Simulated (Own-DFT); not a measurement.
## Calculated data, TiO$_{2}$ (rutile, atoms displaced)

All values are calculated (Own-DFT development build). A calculation, not a measurement: plane-wave PBE density functional theory by an unreviewed code, no spin, of a simulated periodic cell, stress positive in tension, free energy of the whole cell less one offset for each atom, oxygen file: force components 24 meV/angstrom off all-electron in one glass; forces on such cells passed a denser k mesh, this cell's mesh not checked; offsets are fitted by least squares, one for each functional and potential file, so energies compare only between cells with the same atoms and settings and are not formation energies; the far tail of each file's local potential was reset to the Coulomb form; each entry is a single point on an unrelaxed cell, so the pressure reflects the starting lattice, mostly measured values (interpolated for alloys), from which strain is counted, and rises with the displacements; printed positions are rounded, which can move forces by about a meV/angstrom; the program, named Own-DFT, is a retired in-house code; no spin-orbit coupling; before rounding, a Quantum ESPRESSO 7.3.1 run of the same cell and cutoff gave forces within 1 meV/angstrom rms on each cell, which checks the program and not the settings.

Common to all runs: functional PBE; potential files PseudoDojo norm-conserving, scalar-relativistic, standard set; wave cutoff 72 hartree; occupations Fermi-Dirac; smearing width 0.1 eV; k mesh 3 x 3 x 3 centred on Gamma.

(1) TiO$_{2}$ (rutile, atoms displaced)

```
TiO2
1.0
      9.1874     0.0000     0.0000
      0.0000     9.1874     0.0000
      0.0000     0.0000     8.8761
Ti O Ti O Ti O Ti O Ti O Ti O Ti O Ti O Ti O Ti O Ti O Ti O
2 4 2 4 2 4 2 4 2 4 2 4 2 4 2 4 2 4 2 4 2 4 2 4
Direct
  0.99928 0.00076 0.00251
  0.25141 0.25217 0.16983
  0.14781 0.15309 0.99558
  0.34705 0.35046 0.00033
  0.39934 0.10002 0.16917
  0.09911 0.40295 0.16621
  0.00028 0.99838 0.33401
  0.25023 0.24809 0.49825
  0.15285 0.15570 0.33243
  0.34505 0.34960 0.33176
  0.40541 0.09902 0.50111
  0.10002 0.40143 0.49853
  0.00213 0.99956 0.66970
  0.24652 0.25010 0.83518
  0.15600 0.15285 0.66259
  0.34867 0.34585 0.66199
  0.40194 0.09731 0.83249
  0.09678 0.40015 0.82945
  0.00100 0.50066 0.99893
  0.24878 0.75218 0.16451
  0.15400 0.65613 0.99899
  0.34646 0.84615 0.00139
  0.40466 0.59868 0.16744
  0.09815 0.90042 0.16733
  0.99861 0.49907 0.32947
  0.24663 0.75094 0.49922
  0.15144 0.65296 0.33213
  0.34545 0.84384 0.32994
  0.40390 0.59908 0.50292
  0.09688 0.90287 0.50012
  0.00411 0.50295 0.66494
  0.25180 0.74896 0.83523
  0.15392 0.65124 0.66502
  0.34949 0.84867 0.66521
  0.39673 0.59496 0.83199
  0.09309 0.90098 0.82985
  0.50284 0.00127 0.00107
  0.75302 0.25073 0.16445
  0.65313 0.15205 0.99850
  0.84874 0.35020 0.00177
  0.90023 0.09958 0.16710
  0.60016 0.40000 0.17057
  0.50417 0.99972 0.33340
  0.75131 0.24880 0.50379
  0.65077 0.15464 0.32887
  0.85217 0.34679 0.32969
  0.90204 0.09979 0.49969
  0.59441 0.40504 0.50085
  0.49821 0.00171 0.66673
  0.74529 0.25115 0.83400
  0.65319 0.15175 0.66433
  0.84594 0.34470 0.66955
  0.90451 0.09882 0.83451
  0.59624 0.39958 0.83556
  0.49814 0.50102 0.99948
  0.74835 0.75048 0.16695
  0.65656 0.64969 0.99656
  0.84768 0.84392 0.99843
  0.89971 0.59944 0.16826
  0.59487 0.90252 0.16813
  0.49690 0.49701 0.33378
  0.75508 0.75085 0.49984
  0.65184 0.65488 0.33217
  0.84880 0.84754 0.33294
  0.90264 0.59912 0.49771
  0.59569 0.90003 0.49771
  0.49665 0.50066 0.66177
  0.74695 0.75202 0.83204
  0.65342 0.65055 0.66646
  0.84406 0.84778 0.66637
  0.90436 0.59868 0.83240
  0.59849 0.90264 0.83323
```

Results for TiO$_{2}$ (rutile, atoms displaced): free energy of cell above offsets -19.674 eV; pressure 4.88 GPa; stress xx -5.17 GPa; stress yy -5.09 GPa; stress zz -4.39 GPa; stress yz 0.28 GPa; stress xz 0.07 GPa; stress xy 0.08 GPa.

Force:
| element | x (eV/Å) | y (eV/Å) | z (eV/Å) |
| --- | --- | --- | --- |
| Ti | -0.338 | -0.007 | -0.447 |
| Ti | 0.051 | -0.247 | -0.44 |
| O | 0.332 | 0.014 | 0.301 |
| O | -0.178 | -0.286 | -0.128 |
| O | 0.221 | -0.272 | -0.474 |
| O | -0.115 | 0.222 | -0.286 |
| Ti | -0.186 | 0.282 | 0.181 |
| Ti | -0.041 | 0.215 | 0.698 |
| O | -0.397 | -0.594 | -0.19 |
| O | 0.278 | 0.158 | -0.063 |
| O | -0.146 | -0.043 | -0.256 |
| O | -0.344 | 0.289 | 0.143 |
| Ti | -0.322 | 0.334 | 0.195 |
| Ti | 0.391 | 0.056 | -0.345 |
| O | -0.494 | -0.447 | 0.368 |
| O | 0.025 | 0.163 | 0.423 |
| O | 0.031 | 0.017 | 0.287 |
| O | 0.029 | 0.221 | 0.313 |
| Ti | -0.451 | 0.137 | -0.242 |
| Ti | 0.331 | -0.266 | 0.8 |
| O | -0.597 | -0.681 | -0.173 |
| O | 0.432 | 0.505 | -0.448 |
| O | -0.077 | -0.114 | -0.192 |
| O | -0.383 | 0.527 | -0.025 |
| Ti | 0.062 | -0.047 | 0.404 |
| Ti | 0.435 | 0.008 | -0.488 |
| O | -0.045 | -0.151 | 0.181 |
| O | 0.324 | 0.53 | 0.408 |
| O | -0.377 | 0.17 | -0.327 |
| O | 0.022 | -0.01 | -0.107 |
| Ti | -0.333 | -0.167 | -0.169 |
| Ti | 0.217 | 0.179 | -0.322 |
| O | -0.167 | 0.023 | 0.102 |
| O | -0.287 | -0.118 | 0.147 |
| O | 0.247 | 0.155 | 0.267 |
| O | 0.429 | -0.176 | 0.258 |
| Ti | -0.371 | 0.2 | -0.157 |
| Ti | -0.268 | 0.414 | 0.669 |
| O | -0.259 | -0.344 | 0.151 |
| O | 0.059 | -0.027 | -0.368 |
| O | 0.554 | -0.671 | -0.059 |
| O | -0.49 | 0.426 | -0.301 |
| Ti | -0.164 | 0.144 | 0.474 |
| Ti | 0.194 | 0.142 | -0.462 |
| O | 0.011 | -0.236 | 0.465 |
| O | -0.276 | -0.054 | 0.386 |
| O | 0.069 | -0.192 | -0.196 |
| O | 0.555 | -0.539 | -0.214 |
| Ti | -0.209 | -0.306 | -0.277 |
| Ti | 0.27 | 0.368 | -0.244 |
| O | -0.066 | -0.068 | 0.133 |
| O | 0.199 | 0.391 | -0.391 |
| O | -0.166 | -0.083 | -0.089 |
| O | -0.023 | 0.083 | -0.018 |
| Ti | 0.317 | -0.085 | 0.181 |
| Ti | -0.061 | -0.527 | -0.082 |
| O | -0.568 | -0.093 | 0.314 |
| O | 0.281 | 0.629 | 0.24 |
| O | 0.455 | -0.269 | -0.352 |
| O | 0.224 | -0.068 | -0.435 |
| Ti | 0.638 | 0.465 | -0.434 |
| Ti | -0.669 | -0.375 | 0.075 |
| O | -0.043 | -0.145 | 0.009 |
| O | 0.196 | 0.353 | -0.13 |
| O | 0.14 | -0.219 | 0.203 |
| O | 0.095 | 0.192 | 0.091 |
| Ti | 0.202 | -0.089 | 0.354 |
| Ti | 0.08 | -0.445 | -0.012 |
| O | -0.068 | 0.018 | 0.002 |
| O | 0.52 | 0.468 | -0.153 |
| O | 0.279 | -0.208 | 0.01 |
| O | -0.215 | 0.169 | 0.266 |

(2) TiO$_{2}$ (rutile, atoms displaced)

```
TiO2
1.0
      9.1874     0.0000     0.0000
      0.0000     9.1874     0.0000
      0.0000     0.0000     8.8761
Ti O Ti O Ti O Ti O Ti O Ti O Ti O Ti O Ti O Ti O Ti O Ti O
2 4 2 4 2 4 2 4 2 4 2 4 2 4 2 4 2 4 2 4 2 4 2 4
Direct
  0.99830 0.00014 0.00412
  0.24927 0.25071 0.16482
  0.14916 0.14962 0.99833
  0.34617 0.34296 0.99437
  0.39997 0.09806 0.16805
  0.09873 0.40393 0.16401
  0.00004 0.00206 0.33090
  0.24911 0.24848 0.49879
  0.15640 0.15255 0.33067
  0.34768 0.35096 0.33452
  0.39858 0.09538 0.49924
  0.09636 0.40534 0.49901
  0.99898 0.00015 0.66884
  0.24616 0.25290 0.83345
  0.15181 0.15535 0.66742
  0.35050 0.34700 0.66577
  0.40280 0.09818 0.83192
  0.09615 0.40222 0.83548
  0.99778 0.49887 0.00015
  0.24678 0.74640 0.16970
  0.15008 0.65025 0.00259
  0.34601 0.84349 0.99768
  0.40194 0.59590 0.16624
  0.09453 0.89984 0.17092
  0.00009 0.50451 0.33349
  0.25190 0.75171 0.50310
  0.15534 0.64964 0.33265
  0.34768 0.84770 0.33259
  0.40431 0.59427 0.49885
  0.09789 0.90994 0.50145
  0.99997 0.50042 0.66455
  0.24846 0.74615 0.83270
  0.15535 0.65197 0.66703
  0.34941 0.84877 0.67100
  0.40447 0.59621 0.83273
  0.10050 0.90154 0.83237
  0.50208 0.00185 0.00144
  0.75516 0.25015 0.16648
  0.65466 0.15504 0.99813
  0.84803 0.34788 0.99986
  0.90022 0.09891 0.16564
  0.59620 0.40406 0.16780
  0.50365 0.99852 0.33980
  0.75178 0.25095 0.49872
  0.65505 0.15125 0.33787
  0.85043 0.34887 0.33258
  0.90596 0.09655 0.50298
  0.59941 0.40428 0.50030
  0.49870 0.00185 0.65966
  0.74935 0.24837 0.83358
  0.64714 0.15559 0.66584
  0.84889 0.34700 0.66779
  0.89978 0.09889 0.83328
  0.60074 0.40551 0.83659
  0.50146 0.50057 0.00297
  0.74899 0.75509 0.16844
  0.65246 0.65182 0.00003
  0.85224 0.84770 0.00026
  0.90288 0.59546 0.15969
  0.60092 0.89894 0.16606
  0.50070 0.49777 0.32882
  0.75004 0.74980 0.50111
  0.65097 0.65292 0.32974
  0.84408 0.84778 0.33481
  0.90280 0.59538 0.49830
  0.59815 0.90044 0.50070
  0.50085 0.49879 0.66928
  0.74917 0.75368 0.83653
  0.65114 0.65109 0.66748
  0.84914 0.84681 0.66547
  0.89686 0.59807 0.83683
  0.59687 0.90356 0.83876
```

Results for TiO$_{2}$ (rutile, atoms displaced): free energy of cell above offsets -19.390 eV; pressure 4.91 GPa; stress xx -5.02 GPa; stress yy -5.22 GPa; stress zz -4.48 GPa; stress yz -0.24 GPa; stress xz 0.19 GPa; stress xy 0.11 GPa.

Force:
| element | x (eV/Å) | y (eV/Å) | z (eV/Å) |
| --- | --- | --- | --- |
| Ti | 0.619 | -0.22 | -1.205 |
| Ti | 0.257 | 0.157 | -0.166 |
| O | 0.053 | 0.116 | 0.321 |
| O | 0.398 | 0.516 | 0.618 |
| O | 0.563 | -0.267 | 0.18 |
| O | 0.166 | -0.37 | 0.425 |
| Ti | 0.26 | -0.175 | 1.176 |
| Ti | -0.107 | 0.671 | 0.426 |
| O | -0.634 | -0.226 | 0.133 |
| O | -0.298 | -0.502 | -0.111 |
| O | 0.344 | -0.161 | -0.202 |
| O | 0.255 | -0.343 | 0.077 |
| Ti | 0.321 | -0.01 | 0.137 |
| Ti | 0.406 | -0.332 | -0.312 |
| O | -0.134 | -0.132 | -0.373 |
| O | -0.348 | -0.223 | -0.146 |
| O | 0.117 | -0.223 | 0.069 |
| O | 0.067 | 0.076 | -0.631 |
| Ti | 0.039 | 0.35 | -0.135 |
| Ti | 0.574 | 0.239 | -1.056 |
| O | 0.263 | 0.232 | -0.171 |
| O | 0.246 | 0.345 | 0.446 |
| O | -0.242 | 0.193 | -0.065 |
| O | -0.084 | 0.222 | -0.126 |
| Ti | 0.079 | -0.285 | -0.704 |
| Ti | 0.546 | -0.088 | -0.107 |
| O | -0.285 | 0.145 | 0.473 |
| O | 0.143 | 0.052 | 0.253 |
| O | -0.587 | 0.815 | 0.158 |
| O | 0.543 | -0.91 | -0.407 |
| Ti | -0.285 | -0.269 | 0.704 |
| Ti | 0.294 | 0.415 | 1.168 |
| O | -0.475 | -0.24 | -0.467 |
| O | -0.108 | -0.233 | -0.663 |
| O | -0.356 | 0.109 | 0.21 |
| O | -0.469 | 0.243 | 0.186 |
| Ti | -0.975 | -0.066 | -0.674 |
| Ti | -0.376 | 0.509 | -0.213 |
| O | -0.341 | -0.322 | 0.602 |
| O | -0.232 | -0.363 | 0.316 |
| O | 0.129 | -0.105 | 0.219 |
| O | 0.577 | -0.733 | -0.274 |
| Ti | -0.486 | 0.128 | -1.599 |
| Ti | -0.156 | 0.435 | 0.524 |
| O | -0.225 | -0.196 | -0.432 |
| O | -0.218 | -0.247 | -0.119 |
| O | -0.614 | 0.524 | -0.458 |
| O | 0.428 | -0.437 | -0.21 |
| Ti | -0.21 | 0.29 | 2.307 |
| Ti | -0.116 | 0.339 | -0.34 |
| O | 0.27 | -0.163 | -0.15 |
| O | 0.143 | 0.129 | -0.168 |
| O | 0.199 | -0.305 | 0.222 |
| O | 0.052 | -0.325 | -0.046 |
| Ti | 0.015 | 0.171 | -0.796 |
| Ti | -0.033 | -0.827 | -0.07 |
| O | -0.005 | 0.194 | 0.099 |
| O | -0.264 | 0.03 | 0.014 |
| O | -0.303 | 0.445 | 0.988 |
| O | -0.491 | 0.739 | 0.222 |
| Ti | -0.123 | 0.244 | 1.253 |
| Ti | -0.126 | -0.712 | 0.318 |
| O | 0.343 | 0.152 | 0.278 |
| O | 0.567 | 0.355 | 0.059 |
| O | -0.291 | 0.501 | 0.138 |
| O | -0.106 | 0.158 | -0.073 |
| Ti | 0.009 | -0.016 | -0.421 |
| Ti | -0.209 | -0.508 | -0.269 |
| O | 0.427 | 0.563 | -0.18 |
| O | -0.193 | -0.058 | -0.081 |
| O | 0.48 | -0.129 | -0.62 |
| O | 0.315 | -0.083 | -0.482 |

(3) TiO$_{2}$ (rutile, atoms displaced)

```
TiO2
1.0
      9.1874     0.0000     0.0000
      0.0000     9.1874     0.0000
      0.0000     0.0000     8.8761
Ti O Ti O Ti O Ti O Ti O Ti O Ti O Ti O Ti O Ti O Ti O Ti O
2 4 2 4 2 4 2 4 2 4 2 4 2 4 2 4 2 4 2 4 2 4 2 4
Direct
  0.00061 0.00016 0.99926
  0.24952 0.25407 0.16827
  0.15225 0.15342 0.00030
  0.34900 0.35051 0.99747
  0.39886 0.10003 0.16246
  0.09658 0.40221 0.16569
  0.99882 0.00003 0.33378
  0.24641 0.25189 0.50500
  0.14878 0.15471 0.33334
  0.34677 0.34391 0.33278
  0.40519 0.10366 0.49894
  0.09975 0.40215 0.50168
  0.99506 0.99927 0.66516
  0.24842 0.24879 0.82781
  0.15279 0.15123 0.66664
  0.35001 0.34889 0.66725
  0.40030 0.09541 0.83435
  0.09677 0.39937 0.83457
  0.99961 0.50148 0.99689
  0.24919 0.75219 0.16609
  0.15439 0.65137 0.99817
  0.34717 0.84608 0.00187
  0.40712 0.59751 0.16606
  0.09626 0.90049 0.16645
  0.99742 0.49801 0.33005
  0.25116 0.74727 0.49599
  0.15113 0.65390 0.33278
  0.34740 0.84836 0.33656
  0.40429 0.58979 0.50078
  0.10135 0.90447 0.49594
  0.00370 0.50113 0.66602
  0.24437 0.74658 0.83403
  0.15179 0.65250 0.66774
  0.34690 0.84670 0.66974
  0.40000 0.59419 0.83373
  0.09928 0.90131 0.83297
  0.49721 0.00262 0.00461
  0.75204 0.25139 0.16470
  0.65074 0.15543 0.99935
  0.84481 0.34728 0.99941
  0.90897 0.09393 0.16267
  0.59798 0.39983 0.16948
  0.50172 0.00224 0.33325
  0.74993 0.25216 0.49988
  0.65501 0.15152 0.33449
  0.84917 0.34318 0.33813
  0.89993 0.10193 0.50137
  0.59912 0.40354 0.49660
  0.50428 0.00056 0.66349
  0.74733 0.25260 0.83570
  0.65233 0.15240 0.67051
  0.84852 0.34757 0.66676
  0.90147 0.09673 0.83066
  0.59363 0.40512 0.83148
  0.49961 0.50472 0.00266
  0.75029 0.74770 0.16921
  0.65274 0.65503 0.99872
  0.85029 0.84614 0.99956
  0.90328 0.59847 0.16302
  0.59574 0.89962 0.16152
  0.49667 0.50278 0.33374
  0.74964 0.75219 0.49890
  0.65097 0.65288 0.33409
  0.84875 0.84913 0.33126
  0.90122 0.59663 0.49975
  0.60166 0.90102 0.49726
  0.50145 0.49701 0.66484
  0.74645 0.75021 0.83467
  0.65213 0.65517 0.66645
  0.84698 0.85185 0.66859
  0.90464 0.59875 0.82858
  0.59608 0.90125 0.83768
```

Results for TiO$_{2}$ (rutile, atoms displaced): free energy of cell above offsets -19.447 eV; pressure 4.88 GPa; stress xx -5.03 GPa; stress yy -5.1 GPa; stress zz -4.51 GPa; stress yz -0.03 GPa; stress xz 0.2 GPa; stress xy 0.02 GPa.

Force:
| element | x (eV/Å) | y (eV/Å) | z (eV/Å) |
| --- | --- | --- | --- |
| Ti | 0.268 | 0.016 | -0.39 |
| Ti | 0.041 | -0.229 | -0.597 |
| O | -0.011 | -0.016 | -0.187 |
| O | -0.192 | -0.142 | 0.246 |
| O | 0.468 | -0.411 | 0.781 |
| O | -0.279 | 0.328 | 0.039 |
| Ti | 0.52 | 0.331 | -0.046 |
| Ti | 0.141 | -0.307 | -1.046 |
| O | 0.11 | -0.036 | 0.122 |
| O | 0.277 | 0.604 | 0.149 |
| O | 0.325 | -0.707 | -0.075 |
| O | -0.123 | 0.229 | -0.377 |
| Ti | 0.1 | -0.181 | 0.359 |
| Ti | 0.505 | -0.33 | 1.614 |
| O | 0.009 | 0.111 | -0.181 |
| O | -0.379 | -0.32 | -0.152 |
| O | 0.098 | 0.125 | -0.387 |
| O | -0.161 | 0.288 | -0.056 |
| Ti | 0.147 | -0.039 | -0.366 |
| Ti | -0.034 | 0.532 | -0.393 |
| O | -0.484 | -0.458 | 0.676 |
| O | -0.1 | -0.046 | 0.188 |
| O | -0.638 | 0.482 | 0.297 |
| O | 0.488 | -0.338 | 0.158 |
| Ti | 0.083 | 0.14 | 0.432 |
| Ti | -0.003 | 0.679 | 0.918 |
| O | -0.045 | -0.442 | 0.032 |
| O | 0.278 | -0.056 | -0.253 |
| O | -0.885 | 1.015 | -0.234 |
| O | -0.265 | -0.143 | 0.262 |
| Ti | -0.553 | -0.11 | -0.067 |
| Ti | 0.887 | 0.711 | -0.561 |
| O | -0.095 | -0.25 | -0.427 |
| O | 0.292 | -0.001 | -0.627 |
| O | 0.095 | 0.277 | -0.064 |
| O | -0.193 | 0.103 | -0.215 |
| Ti | -0.262 | -0.213 | -1.077 |
| Ti | -0.493 | -0.167 | 0.18 |
| O | 0.154 | -0.121 | 0.336 |
| O | 0.465 | 0.42 | 0.218 |
| O | -1.04 | 0.882 | 0.353 |
| O | 0.325 | 0 | -0.089 |
| Ti | -0.132 | 0.353 | -0.159 |
| Ti | -0.076 | 0 | 0.641 |
| O | -0.313 | -0.388 | -0.407 |
| O | 0.434 | 0.612 | -0.713 |
| O | 0.442 | -0.672 | -0.08 |
| O | 0.133 | -0.215 | 0.158 |
| Ti | -0.676 | -0.159 | 1.174 |
| Ti | -0.02 | -0.096 | -0.733 |
| O | -0.207 | -0.131 | -0.227 |
| O | -0.072 | 0.09 | 0.091 |
| O | 0.019 | 0.168 | 0.131 |
| O | 0.857 | -0.511 | 0.198 |
| Ti | -0.434 | -0.706 | -0.845 |
| Ti | 0.011 | 0.553 | -0.641 |
| O | 0 | -0.377 | 0.266 |
| O | -0.219 | -0.127 | 0.143 |
| O | -0.084 | -0.221 | 0.404 |
| O | 0.085 | 0.211 | 0.755 |
| Ti | 0.257 | -0.788 | -0.132 |
| Ti | 0.319 | -0.458 | 0.583 |
| O | 0.219 | 0.132 | -0.058 |
| O | -0.291 | -0.262 | 0.092 |
| O | 0.129 | 0.029 | -0.234 |
| O | -0.53 | 0.464 | -0.07 |
| Ti | 0.226 | 0.222 | 0.801 |
| Ti | -0.039 | 0.493 | 0.012 |
| O | 0.008 | -0.088 | -0.242 |
| O | -0.036 | -0.277 | -0.416 |
| O | -0.049 | -0.116 | 0.507 |
| O | 0.198 | 0.058 | -0.493 |
